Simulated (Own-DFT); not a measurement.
Si₂SnGe₅ (diamond-structure random alloy, strained, atoms displaced) (calculated)

Computed with Own-DFT development build. A calculation, not a measurement: plane-wave density functional theory by an unreviewed code, no spin, of a simulated periodic cell, stress positive in tension, run twice, with PBE and with PBEsol, both on files made for PBE, so the change isn't that of files made for PBEsol, forces on such cells moved up to 12 meV/angstrom on a denser k mesh; the far tail of each file's local potential was reset to the Coulomb form; each entry is a single point on an unrelaxed cell, so the pressure reflects the starting lattice, mostly measured values (interpolated for alloys), from which strain is counted, and rises with the displacements; printed positions are rounded, which can move forces by about a meV/angstrom; the program, named Own-DFT, is a retired in-house code; no spin-orbit coupling; stress was not checked against mesh or cutoff.

Settings shared by all entries: functional PBE, then PBEsol; potential files PseudoDojo norm-conserving, scalar-relativistic, standard set; wave cutoff 49 hartree; occupations Fermi-Dirac; smearing width 0.1 eV; k mesh 3 x 3 x 3 centred on Gamma.

(1) 
```xyz
64
Lattice="11.4388 0.0000 0.0000 0.0000 11.4388 0.0000 0.0000 0.0000 11.4103" Properties=species:S:1:pos:R:3:PBE_force_x:R:1:PBE_force_y:R:1:PBE_force_z:R:1:PBEsol_force_x:R:1:PBEsol_force_y:R:1:PBEsol_force_z:R:1 formula=Si2SnGe5 PBE_pressure=4.16 PBE_stress_xx=-4.15 PBE_stress_yy=-4.11 PBE_stress_zz=-4.23 PBE_stress_yz=0.46 PBE_stress_xz=-0.03 PBE_stress_xy=0.1 PBEsol_pressure=1.57 PBEsol_stress_xx=-1.56 PBEsol_stress_yy=-1.52 PBEsol_stress_zz=-1.64 PBEsol_stress_yz=0.43 PBEsol_stress_xz=-0.04 PBEsol_stress_xy=0.09 rms_change_of_force_components_from_PBE_to_PBEsol=0.048
Si    11.4279     0.0095     0.0179      1.765     -1.274      1.096      1.728     -1.251      1.081
Ge    11.3903     2.8080     2.8639     -0.065      0.867     -0.196      0.008      0.846     -0.215
Ge     2.8523     0.0475     2.9067     -0.688     -0.119     -1.032     -0.654     -0.121     -0.991
Ge     2.7775     2.7628    11.3968      1.837      1.361      0.157      1.758      1.322      0.146
Ge     1.3995     1.5552     1.3929     -0.516      -2.07      0.834     -0.471     -1.967      0.829
Ge     1.4322     4.3140     4.2458     -1.117     -0.927       1.68     -1.059     -0.925      1.594
Ge     4.2364     1.4348     4.2539      0.747      0.384      0.387      0.724      0.361      0.372
Ge     4.3754     4.3959     1.4859      0.181     -2.633     -1.416       0.19      -2.54     -1.372
Si     0.0252     0.0492     5.7179     -0.523     -0.451     -0.495     -0.443     -0.432     -0.482
Si    11.4063     2.8401     8.5783       1.57      0.771     -0.431      1.539      0.762     -0.425
Si     2.8661    11.3826     8.5093     -0.411      1.535      1.041     -0.409      1.506      1.018
Ge     2.8826     2.8280     5.7900      0.072      0.852     -0.566      0.066      0.812     -0.554
Ge     1.4385     1.4206     7.1358     -0.405      -0.19      0.701     -0.352     -0.151      0.648
Ge     1.4488     4.2246    10.0591     -0.729      0.416     -1.094     -0.675      0.424     -1.031
Ge     4.3258     1.4851     9.9932       -0.7     -1.118     -0.374     -0.653      -1.06     -0.341
Ge     4.3482     4.3707     7.1787     -0.457     -0.315     -0.355     -0.446     -0.311     -0.342
Ge    11.4368     5.7375     0.0270     -0.251     -1.057      0.116     -0.206     -0.987      0.085
Ge    11.4143     8.6160     2.8675      0.398      0.173     -0.421      0.381      0.151     -0.408
Sn     2.8446     5.7371     2.7636      0.568      0.598      1.939      0.521      0.546       1.84
Ge     2.8939     8.5535    11.4022     -2.142      1.557      1.093     -2.072      1.506      1.067
Ge     1.4141     7.1277     1.4149     -1.288       1.95     -0.946     -1.244      1.882     -0.924
Ge     1.4706    10.0156     4.3033     -0.508      0.158      0.316     -0.458      0.131      0.276
Si     4.2759     7.2105     4.3310     -0.351     -0.359      0.504     -0.342     -0.348      0.502
Ge     4.1918    10.0327     1.4028      -0.04       1.11     -0.246     -0.032      1.069     -0.239
Si    11.3994     5.7135     5.8091      0.097      0.024     -1.462      0.035     -0.034     -1.481
Ge     0.0136     8.5701     8.5083      0.349       0.01     -0.117      0.336      0.001     -0.039
Ge     2.8105     5.7185     8.5665      -1.12     -0.351     -0.787     -1.047     -0.375     -0.728
Ge     2.8853     8.5618     5.7559     -1.707     -1.571     -1.112     -1.649     -1.455     -1.087
Si     1.3018     7.1169     7.0570      1.179      0.102      0.564      1.208      0.163      0.607
Ge     1.4586    10.0312     9.9164     -0.211      0.101      0.681     -0.209      0.035      0.661
Sn     4.2730     7.1764    10.0201      1.335     -0.577     -1.422      1.254     -0.594     -1.332
Sn     4.3251    10.0194     7.0597      0.748       0.29       0.96      0.723      0.278      0.848
Ge     5.7542     0.0191     0.0081     -0.063      0.222      0.372     -0.084       0.19      0.324
Ge     5.7005     2.8164     2.7962      0.855      0.261      0.465      0.765       0.27       0.45
Ge     8.5707     0.0107     2.9164     -0.205     -0.014     -0.603     -0.204      -0.07     -0.596
Ge     8.4422     2.8519    11.4090      0.536      1.435      0.122      0.562      1.366       0.09
Si     7.2537     1.4714     1.3750     -1.312     -1.035       1.25     -1.283     -1.018      1.219
Si     7.1404     4.2990     4.3290     -0.824     -0.893      0.478     -0.811     -0.874      0.473
Si    10.0107     1.4136     4.1865      0.017     -0.156      1.564     -0.011     -0.128      1.491
Si     9.9783     4.1995     1.4037      0.583     -0.185      -0.58      0.579     -0.186      -0.57
Ge     5.7752     0.0494     5.6311      0.305      1.123     -0.205      0.296      1.067     -0.202
Ge     5.7104     2.8489     8.5477      0.411      0.107     -0.235      0.363      0.076     -0.245
Sn     8.5709     0.0099     8.4474      1.839      -2.38      1.229       1.73     -2.273       1.24
Ge     8.5887     2.8712     5.7566      0.281       0.03     -0.774       0.27      0.021     -0.688
Ge     7.2356     1.3793     7.1780     -2.862      2.607     -2.534     -2.774      2.531     -2.466
Si     7.0736     4.2101     9.9671      0.264      0.903      0.194      0.259      0.881      0.191
Sn    10.0599     1.4303    10.0825     -0.326      0.835      -0.26     -0.407      0.825     -0.264
Ge    10.0902     4.2725     7.1951     -0.676      0.141      0.022     -0.721      0.135      0.021
Ge     5.7140     5.6756     0.0454      0.342     -1.399     -1.453       0.29      -1.33      -1.36
Sn     5.7292     8.6408     2.8563     -1.678      0.531        0.8     -1.598      0.551      0.748
Sn     8.6643     5.7046     2.9154     -0.437     -2.235     -0.391     -0.419     -2.084      -0.38
Ge     8.5353     8.5491    11.3052      1.578      0.771     -0.214      1.526      0.757     -0.207
Sn     7.1503     7.1363     1.4023      0.629     -0.266     -1.136      0.606     -0.256     -1.113
Ge     7.1343     9.9750     4.3692      1.743      0.832      0.667      1.651      0.855      0.613
Ge    10.0129     7.1527     4.2097      1.508      1.623      3.046      1.465      1.577       2.89
Ge     9.9802    10.0476     1.3806     -0.047     -0.249      0.046     -0.072     -0.271      0.084
Ge     5.6953     5.8024     5.6853      0.487     -0.214     -0.033      0.441     -0.243      0.006
Si     5.7859     8.6240     8.5580      1.057     -0.393      0.192      1.007     -0.345      0.229
Ge     8.5549     5.7394     8.5989     -0.178      -0.44     -0.062      -0.11     -0.427     -0.056
Si     8.6344     8.6195     5.7767     -0.116     -0.723     -0.116      -0.13     -0.716     -0.185
Si     7.1220     7.1569     7.1603      0.496       0.63     -0.081      0.487      0.544     -0.089
Ge     7.1966    10.0504    10.0021     -1.231     -0.822     -0.096     -1.167     -0.777     -0.064
Ge    10.1120     7.1483     9.9659     -0.863       0.07     -0.061      -0.84       0.07     -0.061
Si    10.0968     9.9645     7.1178      0.271      0.036     -1.208      0.284      0.037      -1.11
```

Units: PBE_pressure, PBE_stress_xx, PBE_stress_yy, PBE_stress_zz, PBE_stress_yz, PBE_stress_xz, PBE_stress_xy, PBEsol_pressure, PBEsol_stress_xx, PBEsol_stress_yy, PBEsol_stress_zz, PBEsol_stress_yz, PBEsol_stress_xz, PBEsol_stress_xy in GPa; rms_change_of_force_components_from_PBE_to_PBEsol, PBE_force_x, PBE_force_y, PBE_force_z, PBEsol_force_x, PBEsol_force_y, PBEsol_force_z in eV/Å.

(2) 
```xyz
64
Lattice="11.4388 0.0000 0.0000 0.0000 11.4388 0.0000 0.0000 0.0000 11.4103" Properties=species:S:1:pos:R:3:PBE_force_x:R:1:PBE_force_y:R:1:PBE_force_z:R:1:PBEsol_force_x:R:1:PBEsol_force_y:R:1:PBEsol_force_z:R:1 formula=Si2SnGe5 PBE_pressure=4.24 PBE_stress_xx=-4.21 PBE_stress_yy=-4.12 PBE_stress_zz=-4.39 PBE_stress_yz=-0.16 PBE_stress_xz=-0.69 PBE_stress_xy=0.17 PBEsol_pressure=1.64 PBEsol_stress_xx=-1.61 PBEsol_stress_yy=-1.52 PBEsol_stress_zz=-1.79 PBEsol_stress_yz=-0.16 PBEsol_stress_xz=-0.64 PBEsol_stress_xy=0.18 rms_change_of_force_components_from_PBE_to_PBEsol=0.049
Ge     0.0056    11.4314     0.0577       0.07     -0.852     -0.757      0.038     -0.795     -0.711
Ge    11.4303     2.9327     2.8019      0.121     -0.974      0.294      0.161     -0.963      0.316
Ge     2.8225    11.4141     2.7956      0.621     -0.292      0.255      0.603     -0.285      0.248
Ge     2.7913     2.8959     0.0585      0.847      -0.42     -1.019      0.803     -0.394     -0.981
Ge     1.4873     1.3872     1.3721     -0.884      0.507      0.678     -0.853      0.488      0.654
Ge     1.5026     4.2969     4.2520     -0.596      0.109      0.106     -0.537      0.071      0.071
Ge     4.3405     1.3779     4.1901     -1.391      1.788     -1.572      -1.38      1.705     -1.484
Ge     4.2049     4.2963     1.4457      1.327     -0.511      0.586       1.25     -0.463      0.545
Ge     0.0018     0.0523     5.7612      -0.88     -1.407     -1.282     -0.857     -1.362     -1.243
Si    11.4253     2.7884     8.5011     -1.348      1.242      2.612     -1.326      1.228      2.562
Ge     2.8712     0.0649     8.5302       0.35     -2.318      0.815      0.369     -2.201      0.767
Ge     2.9120     2.8759     5.6102      0.825      0.073     -0.459       0.76      0.046     -0.476
Sn     1.4465     1.5088     7.1393      0.559      0.024     -0.798      0.596     -0.033     -0.832
Ge     1.4032     4.2596    10.0296     -0.509      0.009     -1.121     -0.472      0.033     -1.046
Ge     4.2753     1.4344     9.8867      0.624       0.56      1.329      0.546      0.527      1.274
Si     4.2434     4.1785     7.1173      0.765      0.628      0.313      0.709      0.642      0.266
Ge    11.3991     5.7133    11.4021     -0.254     -2.126      0.032     -0.204     -2.025      0.009
Ge     0.0327     8.6300     2.8508     -0.932      0.362      0.904     -0.908      0.344       0.87
Ge     2.8723     5.7277     2.8612      0.711     -0.478      0.828      0.684     -0.471      0.799
Si     2.9059     8.5655     0.0777     -0.948       0.99     -1.402       -0.9      0.945     -1.336
Sn     1.3979     7.0819     1.4179      0.403      0.917      0.027      0.355       0.85      0.064
Ge     1.4738    10.0113     4.2935     -0.377      0.175      0.456     -0.363      0.171      0.425
Ge     4.2766     7.1578     4.2564      0.775     -0.456      0.105      0.746     -0.441      0.108
Ge     4.2712     9.9116     1.4108      0.772      1.058      0.158      0.755      1.037      0.224
Si     0.0693     5.6078     5.7078     -0.345      0.947       0.12     -0.369      0.884       0.08
Ge    11.4368     8.5350     8.5083      1.899       1.78     -1.397      1.772      1.731     -1.341
Ge     2.8329     5.7362     8.4693     -0.797     -1.898     -0.518      -0.76      -1.84     -0.434
Ge     2.9430     8.5456     5.7084     -1.336     -0.316      0.228     -1.253     -0.272      0.186
Si     1.4016     7.0744     7.1485     -0.074      0.354     -1.142     -0.039      0.378     -1.072
Si     1.4044     9.9739     9.9516       0.73      0.199      0.496      0.681       0.22       0.46
Sn     4.2671     7.0485     9.9803     -0.183      0.882      0.441     -0.137      0.822      0.392
Ge     4.3117     9.9886     7.0515     -0.693      -0.44      1.633      -0.67     -0.431      1.576
Si     5.6710     0.0778     0.0419      0.204     -0.794      -0.51      0.196     -0.778     -0.493
Si     5.7793     2.8647     2.8746     -0.347      0.494      -0.07     -0.376      0.439     -0.101
Ge     8.5164     0.0454     2.8062      0.753     -0.793      0.295      0.719     -0.763       0.29
Si     8.6219     2.9600    11.3357      0.182     -0.936      1.043      0.148     -0.944       0.98
Ge     7.1522     1.4563     1.4574     -0.332      0.902     -1.153     -0.285      0.835     -1.078
Si     7.2085     4.2726     4.2600     -1.683      0.314     -0.207     -1.615      0.342     -0.163
Ge     9.9304     1.4125     4.3150      1.928     -1.255     -1.855      1.864     -1.217     -1.784
Si    10.0173     4.3062     1.4499       0.93     -1.394     -2.175      0.953     -1.332     -2.098
Sn     5.6960     0.0797     5.6837      0.975     -0.922       0.43      0.935     -0.899       0.41
Si     5.7617     2.8750     8.5986     -0.956      0.287     -0.245     -0.901      0.253     -0.211
Si     8.5038    11.4099     8.5604      0.087      0.114     -0.024      0.091      0.107     -0.023
Sn     8.6336     2.8418     5.7324     -0.885      1.065      0.342     -0.822       0.99      0.369
Ge     7.0942     1.5157     7.1759      0.442     -0.579      1.693      0.438     -0.571      1.575
Ge     7.1723     4.2684     9.9774     -1.262     -0.417      1.122     -1.214     -0.345      1.083
Ge     9.9438     1.3068    10.0409      0.112      0.986     -0.758      0.144       0.93     -0.704
Ge    10.0783     4.2577     7.1892      1.508      0.322     -0.254        1.4      0.305     -0.254
Ge     5.7167     5.7463     0.1042      0.993     -1.232      0.337      0.918     -1.217      0.283
Ge     5.8008     8.5899     2.9007     -0.625     -0.883      -1.21     -0.639     -0.815     -1.139
Sn     8.6716     5.7597     2.7697     -1.897     -0.458      0.194     -1.801      -0.39       0.24
Ge     8.5432     8.4950    11.3171       -1.2      1.904      1.816     -1.128      1.881      1.717
Si     7.1947     7.1759     1.3553     -1.056       0.62       0.08     -1.034       0.61      0.073
Ge     7.1335     9.9916     4.2298      1.307      0.043      0.354      1.229      0.067      0.301
Ge     9.9891     7.1359     4.2447      1.865      1.259      2.121      1.807      1.216      1.988
Ge     9.9677     9.9653     1.4161     -0.283      0.239       0.07      -0.26      0.239      0.073
Ge     5.6884     5.6650     5.7195      0.569      0.115      0.304      0.523      0.145      0.268
Ge     5.6869     8.5402     8.5558      0.883      0.699     -0.994       0.84      0.704     -0.931
Sn     8.5642     5.7494     8.5509      0.181     -1.134     -0.392      0.223     -1.153     -0.326
Si     8.5282     8.5451     5.6436      0.176     -0.063      0.716      0.205     -0.027      0.659
Si     7.2083     7.1715     7.2191     -1.829      1.263     -2.557     -1.832      1.215     -2.465
Ge     7.1529     9.9460     9.9402     -0.726      1.122      0.471     -0.703      1.014      0.455
Sn    10.0778     7.2510     9.9845      0.522     -0.941      0.593      0.498      -0.92      0.578
Ge     9.9624    10.0111     7.1446     -0.388     -0.062     -0.527     -0.318     -0.062     -0.511
```

Units: PBE_pressure, PBE_stress_xx, PBE_stress_yy, PBE_stress_zz, PBE_stress_yz, PBE_stress_xz, PBE_stress_xy, PBEsol_pressure, PBEsol_stress_xx, PBEsol_stress_yy, PBEsol_stress_zz, PBEsol_stress_yz, PBEsol_stress_xz, PBEsol_stress_xy in GPa; rms_change_of_force_components_from_PBE_to_PBEsol, PBE_force_x, PBE_force_y, PBE_force_z, PBEsol_force_x, PBEsol_force_y, PBEsol_force_z in eV/Å.
